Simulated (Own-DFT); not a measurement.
# From a pressure shift to a lattice shift: diamond-structure SiGeSn with randomly placed atoms, 64 atoms (Ge40Si16Sn8)

Source: density functional calculations with Own-DFT, an unreviewed in-house program that is no longer used. Nothing was measured or relaxed, and spin and spin-orbit coupling are left out.

Keep in mind: forces on such cells moved up to 12 meV/angstrom on a denser k mesh; stress not checked against mesh or cutoff.

Each geometry was run with PBE and with PBEsol, otherwise alike: PseudoDojo norm-conserving scalar-relativistic files made for PBE; cutoff 49 hartree; 3 x 3 x 3 k mesh centred on Gamma; Fermi-Dirac smearing of 0.1 eV. Unstrained cell vectors in Å: (11.410, 0.000, 0.000); (0.000, 11.410, 0.000); (0.000, 0.000, 11.410). Each has a uniform strain, of which the change of volume is shown, and random moves of rms u per axis. The random placing of the alloy's atoms differs from row to row.

```
run  volume change (%)   u (Å)  P with PBE (GPa)  P with PBEsol (GPa)
  1               5.06  0.0480              1.11                -1.28
  2              -2.48  0.0482              6.71                 3.98
  3              -0.50  0.0527              5.18                 2.55
  4               5.58  0.0471              0.78                -1.59
  5               1.51  0.0517              3.59                 1.04
  6              -3.96  0.0508              8.55                 5.71
  7               2.52  0.0529              3.14                 0.63
  8              -2.48  0.0474              6.92                 4.17
  9               4.55  0.0516              1.61                    ?
```

The question: by how much does PBEsol shrink this cell, and what belongs in the blank?

## Solution

Write v for the change of volume as a fraction. Fitted to v and u², the PBE pressure has a slope of -78 ± 3 GPa in v, with the ions held to the strained lattice. The difference PBEsol less PBE is -2.63 + 4.8 v GPa (slope ± 0.2) and averages -2.60 GPa. Divided by the mean slope of the two, 76 GPa, that makes PBEsol's volume at a given pressure, near 3 GPa, about 3.4 % smaller, or 1.14 % in lengths. At one volume PBEsol's slope is the smaller by 5 GPa, but its pressure there is lower too. If stiffness rises by about 4 GPa for each GPa, PBEsol at equal pressure is stiffer by about 6 GPa. Files made for PBEsol would give a different shift.

For run 9 the line gives -0.81 GPa. Computed: -0.82 GPa.
